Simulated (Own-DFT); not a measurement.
# Cleaving wurtzite AlN, m plane (10-10)

Source: density functional calculations with Own-DFT, an unreviewed in-house program that is no longer used. Nothing was measured or relaxed, and spin and spin-orbit coupling are left out.

Keep in mind (not all hold for every row): some atoms lie very close together; k mesh not checked against a denser one.

Both sets of runs: PBE; PseudoDojo norm-conserving scalar-relativistic files; cutoff 42 hartree; Gaussian smearing of 0.01 eV. The slab has 128 atoms in 16 layers, two equal faces of 62.02 Å² as cut, 15 Å of vacuum, a dipole correction along the normal and a 6 x 3 x 1 mesh. The bulk cell has 72 atoms, the same measured lattice constants and a 4 x 4 x 3 mesh. In the slab only the 32 atoms nearest the faces were moved at random; u is their rms move along one axis. Energies are counted from -174.06 eV for each atom.

| slab run | u (Å) | E (eV, cell) |
|---|---|---|
| 1 | 0.0444 | 20.219 |
| 2 | 0.0455 | 21.214 |
| 3 | 0.0465 | 21.078 |
| 4 | 0.0471 | 20.508 |
| 5 | 0.0493 | 21.293 |
| 6 | 0.0493 | 20.708 |
| 7 | 0.0505 | 20.813 |
| 8 | 0.0507 | 21.307 |
| 9 | 0.0525 | 20.504 |
| 10 | 0.0887 | 24.909 |
| 11 | 0.0937 | 25.188 |
| 12 | 0.1061 | 27.454 |

```
bulk run   u (Å)  E (meV/atom)
       1  0.0186         -2.95
       2  0.0188         -3.08
       3  0.0188         -3.15
       4  0.0210          1.40
       5  0.0942        323.59
       6  0.0970        315.87
       7  0.0984        286.71
       8  0.1015        318.60
       9  0.1024        300.83
      10  0.1095        344.61
```

Question: what is the energy of the unrelaxed surface?

## Solution

Take each set to u = 0 with E = a + b u². Residuals are scaled by 1/(u² + 0.0006 Å²) to tame the large moves. Slab: a = 19.22 ± 0.28 eV. Bulk: a = -14.2 ± 1.3 meV/atom. The excess is 19.22 - 128 x (-0.0142) = 21.04 ± 0.33 eV. Over two faces that is 170 meV/Å², or 2.72 ± 0.04 J/m². Relaxing the faces would lower the energy, and the unlike meshes and the reach from the smallest u down to zero add errors that aren't counted here.
